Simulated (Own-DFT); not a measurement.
Simulation results for Si (diamond silicon with one vacancy, atoms displaced)

All values are calculated (Own-DFT development build). A calculation, not a measurement: plane-wave PBE density functional theory by an unreviewed code, no spin, of a simulated periodic cell, stress positive in tension, free energy of the whole cell less one offset for each atom, defect cell not probed for a lower state with spin; forces not confirmed at this smearing and k mesh; offsets are fitted by least squares, one for each functional and potential file, so energies compare only between cells with the same atoms and settings and are not formation energies; the far tail of each file's local potential was reset to the Coulomb form; each entry is a single point on an unrelaxed cell, so the pressure reflects the starting lattice, mostly measured values (interpolated for alloys), from which strain is counted, and rises with the displacements; printed positions are rounded, which can move forces by about a meV/angstrom; the program, named Own-DFT, is a retired in-house code; no spin-orbit coupling; before rounding, a Quantum ESPRESSO 7.3.1 run of the same cell and cutoff gave forces within 1 meV/angstrom rms on each cell, which checks the program and not the settings.

Common to all runs: functional PBE; potential files PseudoDojo norm-conserving, scalar-relativistic, standard set; wave cutoff 20 hartree; occupations Fermi-Dirac; smearing width 0.1 eV; k mesh 3 x 3 x 3 centred on Gamma.

```yaml
- entry: 1
  formula: Si
  kind: "diamond silicon with one vacancy, atoms displaced"
  structure:
    cell_angstrom: [[10.862, 0.0, 0.0], [0.0, 10.862, 0.0], [0.0, 0.0, 10.862]]
    atoms_fractional:
      - [Si, 0.00272, 0.99972, 0.99663]
      - [Si, 0.99503, 0.24667, 0.24383]
      - [Si, 0.24869, 0.00039, 0.25726]
      - [Si, 0.2606, 0.24806, 0.99888]
      - [Si, 0.13662, 0.12136, 0.12972]
      - [Si, 0.12481, 0.37985, 0.36845]
      - [Si, 0.38154, 0.12366, 0.38135]
      - [Si, 0.37378, 0.37769, 0.11936]
      - [Si, 0.00215, 0.00161, 0.49601]
      - [Si, 0.00869, 0.25783, 0.75089]
      - [Si, 0.25512, 0.00237, 0.74414]
      - [Si, 0.25117, 0.24096, 0.50372]
      - [Si, 0.11774, 0.1203, 0.62747]
      - [Si, 0.11664, 0.37363, 0.87975]
      - [Si, 0.38241, 0.11699, 0.87791]
      - [Si, 0.37671, 0.38008, 0.61194]
      - [Si, 0.0015, 0.50352, 0.99775]
      - [Si, 0.00483, 0.74147, 0.24772]
      - [Si, 0.24041, 0.5069, 0.25007]
      - [Si, 0.2449, 0.75139, 0.9987]
      - [Si, 0.11805, 0.62227, 0.13006]
      - [Si, 0.12615, 0.87846, 0.37245]
      - [Si, 0.37524, 0.62596, 0.37967]
      - [Si, 0.37569, 0.87527, 0.12366]
      - [Si, 0.99417, 0.49373, 0.50174]
      - [Si, 0.00602, 0.75235, 0.75396]
      - [Si, 0.23851, 0.49948, 0.7501]
      - [Si, 0.24872, 0.74739, 0.50313]
      - [Si, 0.1207, 0.62161, 0.62375]
      - [Si, 0.11376, 0.8738, 0.87446]
      - [Si, 0.37602, 0.62021, 0.88008]
      - [Si, 0.3691, 0.87667, 0.62783]
      - [Si, 0.50534, 0.99982, 0.99613]
      - [Si, 0.49964, 0.25358, 0.24316]
      - [Si, 0.74851, 0.99833, 0.24888]
      - [Si, 0.74582, 0.26489, 0.99803]
      - [Si, 0.63217, 0.12326, 0.12701]
      - [Si, 0.62307, 0.37677, 0.38286]
      - [Si, 0.87656, 0.12292, 0.37341]
      - [Si, 0.87325, 0.37969, 0.12677]
      - [Si, 0.49798, 0.99905, 0.50226]
      - [Si, 0.49764, 0.24641, 0.75045]
      - [Si, 0.74463, 0.00048, 0.74253]
      - [Si, 0.74945, 0.25853, 0.50863]
      - [Si, 0.62962, 0.11448, 0.62346]
      - [Si, 0.62473, 0.36937, 0.87925]
      - [Si, 0.87676, 0.12479, 0.8674]
      - [Si, 0.87611, 0.37648, 0.62785]
      - [Si, 0.49915, 0.50432, 0.00062]
      - [Si, 0.50145, 0.75401, 0.24426]
      - [Si, 0.74855, 0.49865, 0.2489]
      - [Si, 0.73709, 0.75132, 0.00911]
      - [Si, 0.61557, 0.61912, 0.12904]
      - [Si, 0.62397, 0.86774, 0.37457]
      - [Si, 0.88183, 0.63032, 0.3695]
      - [Si, 0.86982, 0.88642, 0.1246]
      - [Si, 0.4989, 0.49803, 0.50809]
      - [Si, 0.49696, 0.75253, 0.75497]
      - [Si, 0.75582, 0.50104, 0.74387]
      - [Si, 0.74882, 0.75179, 0.49843]
      - [Si, 0.63266, 0.62369, 0.63188]
      - [Si, 0.6288, 0.87751, 0.87535]
      - [Si, 0.87548, 0.62039, 0.87763]
  results:
    "free_energy_of_cell_above_offsets [eV]": "1.172"
    "pressure [GPa]": 2.25
    "stress_xx [GPa]": -2.32
    "stress_yy [GPa]": -2.09
    "stress_zz [GPa]": -2.34
    "stress_yz [GPa]": 0.38
    "stress_xz [GPa]": -0.75
    "stress_xy [GPa]": 0.63
    force_element: [Si, Si, Si, Si, Si, Si, Si, Si, Si, Si, Si, Si, Si, Si, Si, Si, Si, Si, Si, Si, Si, Si, Si, Si, Si, Si, Si, Si, Si, Si, Si, Si, Si, Si, Si, Si, Si, Si, Si, Si, Si, Si, Si, Si, Si, Si, Si, Si, Si, Si, Si, Si, Si, Si, Si, Si, Si, Si, Si, Si, Si, Si, Si]
    "force_x [eV/angstrom]": [-0.452, 0.901, 1.537, -1.097, -1.114, -0.489, -0.524, -0.175, -0.521, -1.441, -1.34, -0.546, 0.707, 1.88, -0.769, -1.614, -0.502, -0.875, 1.814, 0.138, 1.044, -0.4, 0.229, -0.471, 0.587, -1.412, 1.37, -0.272, -0.395, 2.09, -1.173, 0.897, 0.242, 0.241, -0.123, 1.528, -0.687, -0.018, -0.742, 0.366, 0.514, 0.254, 1.619, 0.122, -0.938, -1.067, -0.32, 0.341, 0.202, -0.834, -0.165, 1.331, 0.889, -0.032, -1.212, 0.94, 1.246, 0.321, -0.382, 0.66, -1.1, -0.173, -0.636]
    "force_y [eV/angstrom]": [0.943, 0.291, -0.038, -0.248, 0.646, -1.567, 0.472, 0.593, -0.469, -1.238, 0.023, 0.916, 0.429, 0.11, 0.791, -1.609, -0.453, 2.717, -0.563, -0.406, 0.349, -1.314, 0.11, 0.458, 0.843, -1.236, -0.384, 0.41, 0.57, 0.7, 0.781, -0.882, -0.205, -0.365, 0.221, -2.414, 0.879, -0.075, 0.516, -0.169, -0.915, 0.289, -0.976, -1.545, 1.764, 1.737, 0.484, -0.502, -1.187, -0.772, 0.455, -0.365, 0.498, 0.992, -0.836, -1.831, 1.691, -0.288, -0.615, -0.347, 1.033, -0.459, 1.559]
    "force_z [eV/angstrom]": [0.719, 0.222, -0.249, -0.288, -0.948, 0.991, -1.059, 0.896, 0.136, -0.516, 1.525, -0.756, -0.067, 0.435, -0.853, 2.531, 0.88, 0.092, 0.088, 0.376, -1.851, 0.666, -0.58, -0.236, -0.937, -0.812, 0.258, -0.271, -0.122, -0.217, -0.991, -0.602, 1.255, 0.917, 1.324, 1.047, -0.845, -0.851, 0.574, -0.613, -0.17, -0.517, 1.162, -0.845, -0.551, -1.877, 0.205, 0.189, -0.29, 0.826, 0.899, -0.472, 0.146, 0.156, 1.204, -0.315, -1.312, -0.173, 1.777, 0.281, -0.729, -0.572, -0.291]
- entry: 2
  formula: Si
  kind: "diamond silicon with one vacancy, atoms displaced"
  structure:
    cell_angstrom: [[10.862, 0.0, 0.0], [0.0, 10.862, 0.0], [0.0, 0.0, 10.862]]
    atoms_fractional:
      - [Si, 0.00051, 0.99995, 0.00225]
      - [Si, 0.00712, 0.24619, 0.25323]
      - [Si, 0.25008, 0.00074, 0.2502]
      - [Si, 0.25394, 0.24997, 0.00349]
      - [Si, 0.12522, 0.12724, 0.12333]
      - [Si, 0.12142, 0.37652, 0.37863]
      - [Si, 0.3773, 0.12528, 0.37922]
      - [Si, 0.37834, 0.37892, 0.1218]
      - [Si, 0.99896, 0.99801, 0.49952]
      - [Si, 0.0009, 0.24857, 0.74855]
      - [Si, 0.24979, 0.99829, 0.75157]
      - [Si, 0.24746, 0.24871, 0.49551]
      - [Si, 0.12518, 0.12814, 0.62721]
      - [Si, 0.12361, 0.37547, 0.8754]
      - [Si, 0.37528, 0.12783, 0.87448]
      - [Si, 0.3764, 0.37074, 0.62488]
      - [Si, 0.99526, 0.50029, 0.99849]
      - [Si, 0.00014, 0.75037, 0.25302]
      - [Si, 0.24773, 0.50187, 0.25076]
      - [Si, 0.25344, 0.74825, 0.00154]
      - [Si, 0.12551, 0.63012, 0.12415]
      - [Si, 0.12545, 0.87337, 0.37745]
      - [Si, 0.37306, 0.6308, 0.37733]
      - [Si, 0.37167, 0.87262, 0.12237]
      - [Si, 0.99643, 0.50138, 0.49806]
      - [Si, 0.9987, 0.74888, 0.75557]
      - [Si, 0.2533, 0.5018, 0.75006]
      - [Si, 0.24823, 0.75137, 0.49472]
      - [Si, 0.12449, 0.62358, 0.63032]
      - [Si, 0.12519, 0.87335, 0.87266]
      - [Si, 0.37158, 0.62372, 0.87938]
      - [Si, 0.37527, 0.87686, 0.62149]
      - [Si, 0.50293, 0.00273, 0.99572]
      - [Si, 0.50026, 0.24876, 0.25636]
      - [Si, 0.75128, 0.99915, 0.2543]
      - [Si, 0.74951, 0.2497, 0.99706]
      - [Si, 0.62286, 0.12651, 0.12326]
      - [Si, 0.62826, 0.37744, 0.3745]
      - [Si, 0.87431, 0.11573, 0.3737]
      - [Si, 0.87883, 0.3761, 0.12297]
      - [Si, 0.50259, 0.00036, 0.50273]
      - [Si, 0.49933, 0.24871, 0.74655]
      - [Si, 0.75206, 0.00475, 0.75011]
      - [Si, 0.7476, 0.25047, 0.50312]
      - [Si, 0.62629, 0.12319, 0.61818]
      - [Si, 0.62131, 0.37609, 0.87953]
      - [Si, 0.87209, 0.12198, 0.87582]
      - [Si, 0.87911, 0.37017, 0.62648]
      - [Si, 0.50274, 0.49737, 0.99783]
      - [Si, 0.49971, 0.74859, 0.25194]
      - [Si, 0.74998, 0.50088, 0.2526]
      - [Si, 0.7498, 0.74999, 0.99565]
      - [Si, 0.62326, 0.62845, 0.12857]
      - [Si, 0.62466, 0.87546, 0.37653]
      - [Si, 0.87545, 0.62464, 0.37252]
      - [Si, 0.87442, 0.87302, 0.12421]
      - [Si, 0.49583, 0.49727, 0.4987]
      - [Si, 0.50576, 0.75168, 0.74979]
      - [Si, 0.75201, 0.50114, 0.7506]
      - [Si, 0.74964, 0.75027, 0.50256]
      - [Si, 0.62106, 0.62706, 0.62246]
      - [Si, 0.87686, 0.62393, 0.87287]
      - [Si, 0.87494, 0.87282, 0.628]
  results:
    "free_energy_of_cell_above_offsets [eV]": "-1.412"
    "pressure [GPa]": 1.66
    "stress_xx [GPa]": -1.6
    "stress_yy [GPa]": -1.77
    "stress_zz [GPa]": -1.62
    "stress_yz [GPa]": -0.19
    "stress_xz [GPa]": 0.12
    "stress_xy [GPa]": -0.12
    force_element: [Si, Si, Si, Si, Si, Si, Si, Si, Si, Si, Si, Si, Si, Si, Si, Si, Si, Si, Si, Si, Si, Si, Si, Si, Si, Si, Si, Si, Si, Si, Si, Si, Si, Si, Si, Si, Si, Si, Si, Si, Si, Si, Si, Si, Si, Si, Si, Si, Si, Si, Si, Si, Si, Si, Si, Si, Si, Si, Si, Si, Si, Si, Si]
    "force_x [eV/angstrom]": [0.001, -1.092, 0.016, -0.374, 0.427, 0.458, -0.219, -0.184, 0.34, -0.032, 0.155, 0.162, 0.07, 0.345, 0.068, -0.563, 0.982, 0.081, 0.204, -0.791, -0.456, -0.251, 0.177, 1.061, 0.236, 0.244, -0.227, -0.097, -0.007, 0.146, 1.182, 0.087, -0.201, -0.043, -0.691, 0.068, 0.432, -0.394, 0.23, -0.53, -0.393, 0.538, -0.537, 0.9, -0.06, 0.796, 0.524, -0.686, -0.362, -0.269, 0.301, -0.315, 0.39, 0.064, -0.357, -0.244, 0.18, -0.692, -0.514, 0.094, 0.445, -0.702, -0.122]
    "force_y [eV/angstrom]": [-0.17, 0.302, 0.025, 0.377, -0.409, 0.104, -0.424, -0.445, 0.085, -0.059, 0.345, 0.272, -0.793, -0.073, -0.465, 0.347, 0.323, 0.056, -0.017, 0.33, -0.669, 0.59, -0.99, 0.625, -0.038, 0.111, -0.63, -0.258, 0.34, 0.114, 0.241, -0.377, -0.597, 0.537, -0.328, 0.219, -0.295, -0.266, 1.455, -0.59, -0.271, -0.089, -0.684, -0.052, 0.152, -0.473, 0.318, 0.62, 1.105, 0.656, -0.077, 0.103, -0.376, -0.157, 0.362, 0.111, 0.331, 0.263, -0.358, -0.114, -0.592, 0.152, 0.164]
    "force_z [eV/angstrom]": [-0.283, -0.167, 0.021, -0.367, 0.142, -0.444, -0.375, 1.03, 0.626, 0.703, -0.327, 0.693, -0.439, 0.049, -0.15, -0.219, 0.262, -0.43, -0.122, -0.4, 0.073, -0.542, -0.376, 0.26, 0.724, -0.707, -0.035, 1.348, -0.748, 0.743, -0.609, 0.63, 0.098, -0.787, -1.227, 0.547, 0.415, 0.345, 0.536, 0.678, -0.524, 0.308, -0.353, -0.786, 1.334, -1.288, 0.104, -0.16, 0.668, -0.108, -0.796, 0.117, -0.744, -0.03, 0.418, 0.083, -0.05, 0.557, -0.372, -0.368, 0.276, 0.35, 0.199]
- entry: 3
  formula: Si
  kind: "diamond silicon with one vacancy, atoms displaced"
  structure:
    cell_angstrom: [[10.862, 0.0, 0.0], [0.0, 10.862, 0.0], [0.0, 0.0, 10.862]]
    atoms_fractional:
      - [Si, 0.00331, 0.99933, 0.99298]
      - [Si, 0.99639, 0.24897, 0.2502]
      - [Si, 0.24716, 0.99976, 0.25001]
      - [Si, 0.25163, 0.24894, 0.99762]
      - [Si, 0.12608, 0.12274, 0.12202]
      - [Si, 0.12377, 0.37152, 0.3732]
      - [Si, 0.37532, 0.12477, 0.37839]
      - [Si, 0.37319, 0.37716, 0.12099]
      - [Si, 0.99844, 0.99667, 0.50238]
      - [Si, 0.99799, 0.24473, 0.7507]
      - [Si, 0.24622, 0.99735, 0.75274]
      - [Si, 0.25168, 0.25375, 0.49757]
      - [Si, 0.13001, 0.12545, 0.62451]
      - [Si, 0.12473, 0.37001, 0.87512]
      - [Si, 0.37263, 0.12464, 0.87029]
      - [Si, 0.37808, 0.37624, 0.62495]
      - [Si, 0.00483, 0.75238, 0.24892]
      - [Si, 0.24823, 0.49936, 0.25066]
      - [Si, 0.25237, 0.74902, 0.99845]
      - [Si, 0.12645, 0.62601, 0.12756]
      - [Si, 0.12125, 0.87592, 0.37725]
      - [Si, 0.37519, 0.62207, 0.37468]
      - [Si, 0.37109, 0.87615, 0.12248]
      - [Si, 0.00345, 0.50273, 0.49924]
      - [Si, 0.99585, 0.74495, 0.75131]
      - [Si, 0.25251, 0.49887, 0.74813]
      - [Si, 0.25141, 0.74779, 0.50139]
      - [Si, 0.1305, 0.62151, 0.62352]
      - [Si, 0.12269, 0.87346, 0.87542]
      - [Si, 0.3731, 0.62509, 0.87709]
      - [Si, 0.37187, 0.87349, 0.62124]
      - [Si, 0.50128, 0.9997, 0.00178]
      - [Si, 0.50358, 0.24833, 0.25065]
      - [Si, 0.75358, 0.00468, 0.24824]
      - [Si, 0.7492, 0.25391, 0.00399]
      - [Si, 0.62638, 0.12295, 0.12638]
      - [Si, 0.62513, 0.37719, 0.37802]
      - [Si, 0.8735, 0.12198, 0.37299]
      - [Si, 0.88, 0.37724, 0.12475]
      - [Si, 0.50016, 0.99966, 0.50248]
      - [Si, 0.50393, 0.24943, 0.75415]
      - [Si, 0.75249, 0.99428, 0.75072]
      - [Si, 0.75386, 0.25422, 0.5006]
      - [Si, 0.62561, 0.12447, 0.62816]
      - [Si, 0.62396, 0.37604, 0.87451]
      - [Si, 0.87682, 0.12241, 0.87535]
      - [Si, 0.88032, 0.37189, 0.62314]
      - [Si, 0.49889, 0.50105, 0.00243]
      - [Si, 0.50442, 0.7505, 0.25031]
      - [Si, 0.74576, 0.50086, 0.24507]
      - [Si, 0.75636, 0.75006, 0.00015]
      - [Si, 0.62174, 0.62483, 0.12535]
      - [Si, 0.62363, 0.87752, 0.37641]
      - [Si, 0.87779, 0.62888, 0.37639]
      - [Si, 0.8757, 0.87428, 0.12383]
      - [Si, 0.50638, 0.49981, 0.50262]
      - [Si, 0.5001, 0.75249, 0.74813]
      - [Si, 0.74862, 0.49793, 0.74948]
      - [Si, 0.7555, 0.75047, 0.50055]
      - [Si, 0.62477, 0.62201, 0.62105]
      - [Si, 0.62722, 0.86958, 0.86993]
      - [Si, 0.87289, 0.62773, 0.87337]
      - [Si, 0.87482, 0.87827, 0.61892]
  results:
    "free_energy_of_cell_above_offsets [eV]": "-1.533"
    "pressure [GPa]": 1.72
    "stress_xx [GPa]": -1.62
    "stress_yy [GPa]": -1.76
    "stress_zz [GPa]": -1.77
    "stress_yz [GPa]": -0.46
    "stress_xz [GPa]": -0.21
    "stress_xy [GPa]": -0.33
    force_element: [Si, Si, Si, Si, Si, Si, Si, Si, Si, Si, Si, Si, Si, Si, Si, Si, Si, Si, Si, Si, Si, Si, Si, Si, Si, Si, Si, Si, Si, Si, Si, Si, Si, Si, Si, Si, Si, Si, Si, Si, Si, Si, Si, Si, Si, Si, Si, Si, Si, Si, Si, Si, Si, Si, Si, Si, Si, Si, Si, Si, Si, Si, Si]
    "force_x [eV/angstrom]": [-0.398, 0.482, 0.203, -0.247, -0.275, -0.123, 0.062, 0.225, 0.53, 0.456, 0.345, 0.035, -0.397, -0.138, 0.529, 0.285, -0.584, -0.004, -0.794, -0.047, 0.776, 0.447, 0.62, -0.13, 0.705, -0.328, -0.317, -0.583, 0.182, 0.544, 0.269, -0.095, -0.554, -0.491, 0.474, -0.071, 0.312, 0.313, -0.178, -0.102, -0.62, -0.056, -0.425, 0.454, 0.179, -0.819, -0.091, 0.028, -0.988, 0.949, -0.877, 0.572, 0.721, -0.168, 0.497, -1.098, -0.323, 0.554, -0.888, 0.571, -0.06, -0.031, -0.02]
    "force_y [eV/angstrom]": [-0.025, -0.21, 0.026, 0.046, 0.381, 0.377, -0.062, -0.506, 1.082, 0.374, -0.071, -0.196, -0.064, 0.451, -0.267, -0.403, -0.318, -0.235, -0.025, -0.129, -0.152, 0.26, -0.19, -0.451, 0.44, -0.213, 0.03, 0.413, -0.713, -0.069, 0.38, -0.11, 0.378, -1.034, -0.25, 0.365, -0.434, 0.487, 0.38, 0.187, 0.011, 0.606, -0.75, 0.058, 0.122, 0.253, 0.663, 0.01, 0.199, 0.02, -0.381, 0.415, -0.077, -0.49, 0.532, -0.09, -0.82, 0.015, -0.015, 0.998, 0.452, -0.903, -0.755]
    "force_z [eV/angstrom]": [1.032, -0.407, 0.293, 0.23, 0.17, 0.014, -0.565, 0.728, -0.438, -0.085, -0.545, 0.395, -0.11, -0.236, 0.469, 0.103, -0.073, -0.243, 0.188, -0.466, 0.04, 0.091, 0.627, -0.122, -0.675, 0.691, -0.723, 0.459, -0.334, -0.583, 0.684, -0.7, 0.001, -0.003, -0.425, -0.19, -0.529, 0.764, -0.26, 0.033, -0.553, -0.131, -0.192, -0.2, 0.562, 0.129, 0.411, -0.539, -0.02, 0.611, 0.159, -0.454, -0.143, -0.771, 0.089, -0.56, -0.228, -0.089, -0.221, 0.73, 0.837, 0.131, 1.142]
- entry: 4
  formula: Si
  kind: "diamond silicon with one vacancy, atoms displaced"
  structure:
    cell_angstrom: [[10.862, 0.0, 0.0], [0.0, 10.862, 0.0], [0.0, 0.0, 10.862]]
    atoms_fractional:
      - [Si, 0.99813, 0.98834, 0.99997]
      - [Si, 0.00456, 0.24285, 0.24703]
      - [Si, 0.24219, 0.98749, 0.24299]
      - [Si, 0.2604, 0.25118, 0.00169]
      - [Si, 0.13059, 0.13408, 0.12549]
      - [Si, 0.12531, 0.37405, 0.38365]
      - [Si, 0.38776, 0.13344, 0.36676]
      - [Si, 0.35928, 0.37044, 0.13161]
      - [Si, 0.01121, 0.00733, 0.50096]
      - [Si, 0.98998, 0.23431, 0.75833]
      - [Si, 0.25621, 0.00835, 0.74726]
      - [Si, 0.12278, 0.13063, 0.62686]
      - [Si, 0.13132, 0.38174, 0.87815]
      - [Si, 0.37213, 0.12826, 0.86577]
      - [Si, 0.3685, 0.3665, 0.62063]
      - [Si, 0.99315, 0.50161, 0.99528]
      - [Si, 0.99039, 0.73363, 0.24368]
      - [Si, 0.24604, 0.49426, 0.25791]
      - [Si, 0.25253, 0.74989, 0.99577]
      - [Si, 0.12231, 0.62534, 0.12628]
      - [Si, 0.1226, 0.87444, 0.3763]
      - [Si, 0.375, 0.60938, 0.38018]
      - [Si, 0.36761, 0.8822, 0.1266]
      - [Si, 0.99577, 0.50736, 0.50317]
      - [Si, 0.99759, 0.74852, 0.73631]
      - [Si, 0.24562, 0.50298, 0.76941]
      - [Si, 0.24505, 0.73202, 0.49248]
      - [Si, 0.12642, 0.62196, 0.61321]
      - [Si, 0.12787, 0.86833, 0.87182]
      - [Si, 0.37674, 0.60988, 0.88393]
      - [Si, 0.38064, 0.87621, 0.64115]
      - [Si, 0.517, 0.00396, 0.99521]
      - [Si, 0.49797, 0.24417, 0.25528]
      - [Si, 0.74309, 0.00401, 0.2479]
      - [Si, 0.75957, 0.24527, 0.00107]
      - [Si, 0.62872, 0.12466, 0.12488]
      - [Si, 0.6251, 0.38451, 0.37822]
      - [Si, 0.87655, 0.11688, 0.38001]
      - [Si, 0.86253, 0.38236, 0.12152]
      - [Si, 0.50131, 0.99321, 0.503]
      - [Si, 0.49599, 0.25262, 0.74777]
      - [Si, 0.75766, 0.98483, 0.75527]
      - [Si, 0.74506, 0.25278, 0.50058]
      - [Si, 0.62228, 0.12407, 0.63069]
      - [Si, 0.61533, 0.36147, 0.87177]
      - [Si, 0.86776, 0.11317, 0.87213]
      - [Si, 0.87669, 0.37034, 0.61694]
      - [Si, 0.50738, 0.51143, 0.99801]
      - [Si, 0.50452, 0.74643, 0.2603]
      - [Si, 0.74729, 0.4963, 0.25082]
      - [Si, 0.74604, 0.74587, 0.98929]
      - [Si, 0.6283, 0.62066, 0.1243]
      - [Si, 0.62958, 0.8854, 0.37176]
      - [Si, 0.89421, 0.63256, 0.3905]
      - [Si, 0.87547, 0.86566, 0.12245]
      - [Si, 0.49713, 0.49619, 0.5025]
      - [Si, 0.49867, 0.73995, 0.74616]
      - [Si, 0.73989, 0.50381, 0.77705]
      - [Si, 0.75441, 0.7488, 0.49668]
      - [Si, 0.63941, 0.61061, 0.62989]
      - [Si, 0.61741, 0.88615, 0.87793]
      - [Si, 0.86662, 0.62807, 0.88021]
      - [Si, 0.8786, 0.88252, 0.6048]
  results:
    "free_energy_of_cell_above_offsets [eV]": "5.694"
    "pressure [GPa]": 2.97
    "stress_xx [GPa]": -3.23
    "stress_yy [GPa]": -2.62
    "stress_zz [GPa]": -3.07
    "stress_yz [GPa]": -0.13
    "stress_xz [GPa]": 1.11
    "stress_xy [GPa]": -0.22
    force_element: [Si, Si, Si, Si, Si, Si, Si, Si, Si, Si, Si, Si, Si, Si, Si, Si, Si, Si, Si, Si, Si, Si, Si, Si, Si, Si, Si, Si, Si, Si, Si, Si, Si, Si, Si, Si, Si, Si, Si, Si, Si, Si, Si, Si, Si, Si, Si, Si, Si, Si, Si, Si, Si, Si, Si, Si, Si, Si, Si, Si, Si, Si, Si]
    "force_x [eV/angstrom]": [0.828, -1.159, -0.13, -1.355, -0.199, -0.587, -2.553, 2.71, -0.042, 1.292, -1.585, 0.8, -2.119, 1.405, -0.775, 0.595, 1.167, -0.496, 0.105, 0.68, -0.263, 0.409, 2.507, 1.294, -0.093, 0.503, 1.252, -0.145, -0.438, -0.137, -0.765, -3.623, 1.879, 2.014, -1.323, -0.156, -0.483, -0.415, 1.887, -0.433, -0.58, -1.011, 0.139, 0.716, 0.935, 0.605, -0.446, -0.227, -0.813, 0.736, -0.979, 0.226, -0.562, -2.965, -1.196, 0.446, 0.681, 0.839, -0.81, -1.199, 1.41, 2.069, -0.069]
    "force_y [eV/angstrom]": [1.132, 1.352, 2.557, -0.422, -1.835, -0.623, -3.202, 1.029, -0.206, 2.108, -0.878, 0.53, -2.38, 0.079, 0.49, -0.059, 2.153, 0.213, -0.386, -0.7, -1.319, 1.317, -1.539, -2.889, 0.188, 0.071, 2.551, -0.48, 0.48, 2.618, -0.828, 1.458, 2.702, -0.572, -0.022, 1.139, -1.501, 1.108, -0.884, 1.08, -0.779, 0.673, -0.699, -0.53, 1.057, -0.241, 0.465, -3.317, 0.263, 1.342, 1.621, 1.271, -1.733, -0.292, 0.261, -0.346, -0.137, -1.952, 0.255, 1.341, -3.522, 0.15, -0.782]
    "force_z [eV/angstrom]": [0.009, 0.976, 1.366, -1.081, -0.944, 0.129, 2.232, 0.228, -0.461, -0.943, -0.194, 0.26, 0.888, 1.618, 0.159, 0.812, 0.407, -0.432, 0.696, -0.711, -0.536, -0.941, -1.11, 0.722, 0.343, -3.667, 0.165, 2.768, -0.745, -0.913, -2.093, 1.675, -2.062, -0.19, -0.498, -0.125, -0.395, -0.801, 0.267, 0.134, -1.098, -1.765, -0.237, -0.042, 1.908, 1.493, 2.035, 1.186, -0.873, 0.881, 1.728, 0.676, 0.72, -1.927, 0.221, 1.223, 1.007, -1.976, 0.122, -0.702, -2.017, -1.352, 1.774]
```
